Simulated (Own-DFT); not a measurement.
# What a defect does to the pressure of its cell: L1_0 TiAl

The numbers are computed, not measured, by runs of the plane-wave DFT program Own-DFT (in-house, retired, unreviewed) at fixed positions, with no spin and no spin-orbit coupling.

Settings: PBEsol; PseudoDojo norm-conserving scalar-relativistic files, made for PBE; cutoff 42 hartree; 4 x 4 x 4 k mesh centred on Gamma; cold (Marzari-Vanderbilt) smearing of 0.2 eV.

Known weak points: forces on such cells failed a check on a denser k mesh; stress not checked against mesh or cutoff.

All runs share one cell, with vectors in Å (5.622, 5.622, 0.000); (-5.622, 5.622, 0.000); (0.000, 0.000, 8.133) and a volume of 514.0 Å³. The atoms are randomly displaced, by u rms on each axis. The defect's site can differ from row to row.

```
cell,formula,u (Å),P (GPa)
no defect,Al16Ti16,0.0199,-1.67
no defect,Al16Ti16,0.0442,-1.20
no defect,Al16Ti16,0.0521,-1.08
one Ti vacancy,Al16Ti15,0.0284,-2.18
one Ti vacancy,Al16Ti15,0.0292,-2.00
one Ti vacancy,Al16Ti15,0.0318,-2.22
two Al vacancies,Al14Ti16,0.0316,-3.13
two Al vacancies,Al14Ti16,0.0334,-3.24
two Al vacancies,Al14Ti16,0.0472,?
two Al vacancies,Al14Ti16,0.0598,-2.56
```

## Fit

P = P0 + c u² + a shift for each defect gives P0 = -1.74 GPa, c = 250 ± 36 GPa/Å² and a scatter of 0.10 GPa. The shifts, and each times the cell's volume:

- one Ti vacancy: -0.61 ± 0.08 GPa, -2.0 eV
- two Al vacancies: -1.71 ± 0.08 GPa, -5.5 eV (-2.7 eV for each of its 2 sites)

A positive shift means that the defect pushes the cell outwards. Shift times volume (160.2 GPa Å³ is 1 eV) depends little on the cell's size, so, taken for each site, it can be compared between cells at like pressure. The atoms around the defects weren't relaxed, which would change these numbers.

## Test on the hidden row

Q: what pressure belongs in the blank (two Al vacancies, u = 0.0472 Å)?

Estimate: -2.89 ± 0.11 GPa. DFT gave -2.90 GPa.
